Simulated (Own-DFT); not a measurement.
Simulation results for SiC (2H silicon carbide, atoms displaced)

All values are calculated (Own-DFT development build). A calculation, not a measurement: plane-wave PBE density functional theory by an unreviewed code, no spin, of a simulated periodic cell, stress positive in tension, free energy of the whole cell less one offset for each atom, forces on such cells passed a denser k mesh, this cell's mesh not checked; offsets are fitted by least squares, one for each functional and potential file, so energies compare only between cells with the same atoms and settings and are not formation energies; the far tail of each file's local potential was reset to the Coulomb form; each entry is a single point on an unrelaxed cell, so the pressure reflects the starting lattice, mostly measured values (interpolated for alloys), from which strain is counted, and rises with the displacements; printed positions are rounded, which can move forces by about a meV/angstrom; the program, named Own-DFT, is a retired in-house code; no spin-orbit coupling; before rounding, a Quantum ESPRESSO 7.3.1 run of the same cell and cutoff gave forces within 1 meV/angstrom rms on each cell, which checks the program and not the settings.

SiC (2H silicon carbide, atoms displaced)

```
SiC
1.0
      9.2481     0.0000     0.0000
     -4.6241     8.0091     0.0000
      0.0000     0.0000    10.0681
Si C Si C Si C Si C Si C Si C Si C Si C Si C Si C Si C Si C Si C Si C Si C Si C Si C Si C
2 2 2 2 2 2 2 2 2 2 2 2 2 2 2 2 2 2 2 2 2 2 2 2 2 2 2 2 2 2 2 2 2 2 2 2
Direct
  0.01434 0.00197 0.00207
  0.11282 0.21994 0.25298
  0.00224 0.99830 0.18495
  0.11771 0.22990 0.44170
  0.00216 0.00910 0.50918
  0.10944 0.22162 0.74474
  0.00303 0.00641 0.68796
  0.09065 0.20534 0.93232
  0.00307 0.32994 0.01287
  0.10718 0.55708 0.25749
  0.00517 0.33479 0.18451
  0.11665 0.55819 0.45121
  0.00759 0.34174 0.50813
  0.09624 0.54763 0.74915
  0.00774 0.33526 0.68114
  0.10291 0.55774 0.93706
  0.00280 0.66955 0.00228
  0.10430 0.89882 0.25077
  0.00705 0.67707 0.18328
  0.11454 0.89182 0.43393
  0.99625 0.66807 0.51294
  0.11575 0.90015 0.75410
  0.00392 0.67229 0.68751
  0.10828 0.89233 0.93218
  0.33375 0.00551 0.99276
  0.44837 0.22969 0.24786
  0.33501 0.99772 0.18806
  0.45352 0.22186 0.44745
  0.33217 0.99501 0.50218
  0.44968 0.22387 0.75436
  0.32924 0.99403 0.68770
  0.44151 0.23231 0.93343
  0.34331 0.33077 0.99653
  0.45256 0.56451 0.26390
  0.33292 0.33060 0.18918
  0.44930 0.55508 0.42747
  0.33129 0.33958 0.50514
  0.44207 0.55168 0.74101
  0.33569 0.33481 0.68562
  0.44311 0.56295 0.93120
  0.32533 0.65307 0.00535
  0.45752 0.89939 0.25008
  0.33680 0.67210 0.18181
  0.44373 0.88479 0.43407
  0.32681 0.66991 0.49421
  0.43847 0.88543 0.74461
  0.32326 0.66052 0.68827
  0.45053 0.88660 0.93675
  0.67212 0.00245 0.99969
  0.78279 0.23523 0.24596
  0.64252 0.98635 0.18109
  0.78738 0.22683 0.44657
  0.66338 0.99077 0.49584
  0.77071 0.23066 0.74019
  0.66679 0.98845 0.68582
  0.78095 0.22262 0.93736
  0.66485 0.32019 0.99520
  0.79071 0.56209 0.24135
  0.66020 0.32845 0.18533
  0.76754 0.54217 0.43996
  0.65763 0.33478 0.48537
  0.77513 0.55596 0.75057
  0.66526 0.32283 0.69235
  0.78011 0.55035 0.94808
  0.66105 0.67651 0.99715
  0.77845 0.90085 0.24581
  0.64935 0.66769 0.19231
  0.78011 0.89055 0.43514
  0.67292 0.67648 0.50801
  0.79292 0.91305 0.74466
  0.65365 0.65880 0.69160
  0.77208 0.88630 0.93456
```

```
functional                        : PBE
potential files                   : PseudoDojo norm-conserving, scalar-relativistic, standard set
wave cutoff                       : 42 hartree
occupations                       : Fermi-Dirac
smearing width                    : 0.1 eV
k mesh                            : 4 x 4 x 3 centred on Gamma
free energy of cell above offsets : -1.628 eV
pressure                          : 6.91 GPa
stress xx                         : -7.59 GPa
stress yy                         : -3.45 GPa
stress zz                         : -9.69 GPa
stress yz                         : 1.21 GPa
stress xz                         : 0.58 GPa
stress xy                         : -0.34 GPa
```

Force:
```csv
element,x (eV/Å),y (eV/Å),z (eV/Å)
Si,-3.472,-0.922,-0.696
Si,0.317,0.769,-0.154
C,-2.43,1.508,0.237
C,-0.796,-0.798,-0.392
Si,0.74,-0.701,-2.933
Si,0.319,1.324,1.5
C,1.076,-0.343,-0.047
C,1.998,2.93,0.485
Si,-0.982,0.615,-4.99
Si,1.538,1.113,-0.8
C,-0.455,-0.061,3.499
C,-2.933,-0.324,-2.686
Si,-0.333,-1.036,-2.629
Si,2,1.288,0.733
C,-1.87,-0.643,2.836
C,1.644,-1.351,0.447
Si,-0.602,-0.176,-1.127
Si,4.051,-1.481,0.336
C,0.096,-0.362,1.632
C,-1.318,-0.3,1.827
Si,0.059,-0.266,-3.601
Si,0.057,-1.733,-1.373
C,-1.62,0.077,2.168
C,1.685,-0.656,1.296
Si,1.503,-1.249,1.27
Si,-0.461,-2.136,1.207
C,-1.34,1.318,-0.331
C,-4.506,-1.817,-2.241
Si,0.091,0.948,-0.96
Si,-0.863,-0.439,-2.141
C,-0.06,1.49,0.233
C,3.533,-2.662,-0.08
Si,-4.748,2.645,1.411
Si,-2.662,-1.702,-6.172
C,-0.273,0.945,-0.313
C,-0.926,0.542,7.173
Si,2.251,-0.206,-1.641
Si,-2.302,0.827,2.081
C,-0.05,-1.109,0.937
C,0.681,-2.304,0.228
Si,-0.591,2.199,-2.259
Si,-5.81,-3.846,0.581
C,-0.503,-1.034,3.517
C,-0.133,0.969,0.496
Si,3.119,-0.221,1.753
Si,1.673,-1.062,1.723
C,0.278,0.318,-1.046
C,-1.781,0.359,-0.514
Si,-1.162,-0.725,-1.322
Si,0.189,-2.257,1.37
C,6.817,5.109,-0.45
C,-1.18,-0.535,-2.015
Si,-0.079,1.853,0.836
Si,5.638,-3.627,2.118
C,-2.939,2.554,-1.273
C,0.44,-0.403,-0.425
Si,-0.793,2.116,0.75
Si,-3.16,-0.578,0.904
C,1.262,1.695,-0.401
C,0.885,4.663,-0.988
Si,4.345,-1.196,3.565
Si,0.173,-0.334,1.023
C,-3.937,3.679,-2.249
C,-1.534,0.791,-1.433
Si,1.005,-2.192,0.853
Si,-0.247,-2.134,0.009
C,4.591,1.921,-1.74
C,0.735,0.596,0.311
Si,-0.171,-2.097,-1.813
Si,-0.543,-4.308,2.673
C,2.811,2.354,-0.896
C,1.964,1.812,0.114
```
